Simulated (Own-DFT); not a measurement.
# A layer strained by its substrate: wurtzite GaN, 72 atoms (Ga36N36)

The numbers are computed, not measured, by runs of the plane-wave DFT program Own-DFT (in-house, retired, unreviewed) at fixed positions, with no spin and no spin-orbit coupling.

Common settings: PBE; PseudoDojo norm-conserving scalar-relativistic files; cutoff 42 hartree; 4 x 4 x 3 k mesh centred on Gamma; Fermi-Dirac smearing of 0.1 eV.

Limits: forces not confirmed at this smearing and k mesh; stress not checked against mesh or cutoff.

Unstrained cell vectors in Å: (9.567, 0.000, 0.000); (-4.784, 8.285, 0.000); (0.000, 0.000, 10.370). The unstrained cell has measured lattice constants (interpolated for alloys), not those of this functional. That, the random moves and any unrelaxed bonds set the pressure at no strain. Each run strains x and y alike by e, as a substrate would, and holds the height along z. Random moves of width 0.05 Å per axis were added to every atom. Stress is positive in tension.

| e (%) | u (Å) | (s_xx + s_yy)/2 (GPa) | s_zz (GPa) |
|---|---|---|---|
| -1.75 | 0.053 | -18.16 | -10.92 |
| -1.00 | 0.049 | -12.17 | -10.63 |
| -0.50 | 0.055 | -9.86 | -9.98 |
| 0.25 | 0.048 | -5.90 | -7.20 |
| 0.75 | 0.050 | -3.97 | -5.59 |
| 1.00 | 0.050 | -1.95 | -7.44 |
| 1.25 | 0.047 | ? | ? |
| 1.75 | 0.053 | 0.38 | -4.34 |
| 2.25 | 0.050 | 3.42 | -5.36 |
| 2.75 | 0.052 | 4.47 | -3.29 |

## What the rows give

With e as a fraction, the in-plane stress is -7.2 + 533 e - 3888 e² GPa (errors 17 and 982, scatter 0.55), and s_zz is -8.3 + 176 e GPa (slope ± 22, scatter 0.94). At e = 0 the first slope is C11 + C12 and the second 2 C13, both with the ions held to the strained lattice and at the cell's own pressure. The term in e² is negative: the layer stiffens under compression and softens under tension. A free layer would change its height as e changes, and the in-plane slope would drop by 2 C13²/C33 to the biaxial modulus. At fixed height, a misfit of 1 % moves the in-plane stress by about 5.3 GPa and s_zz by 1.8 GPa.

## The run left out

Asked: what are the two stresses at e = 1.25 %?

The fitted form gives -1.1 and -6.1 GPa. DFT gave -0.89 and -6.08 GPa.
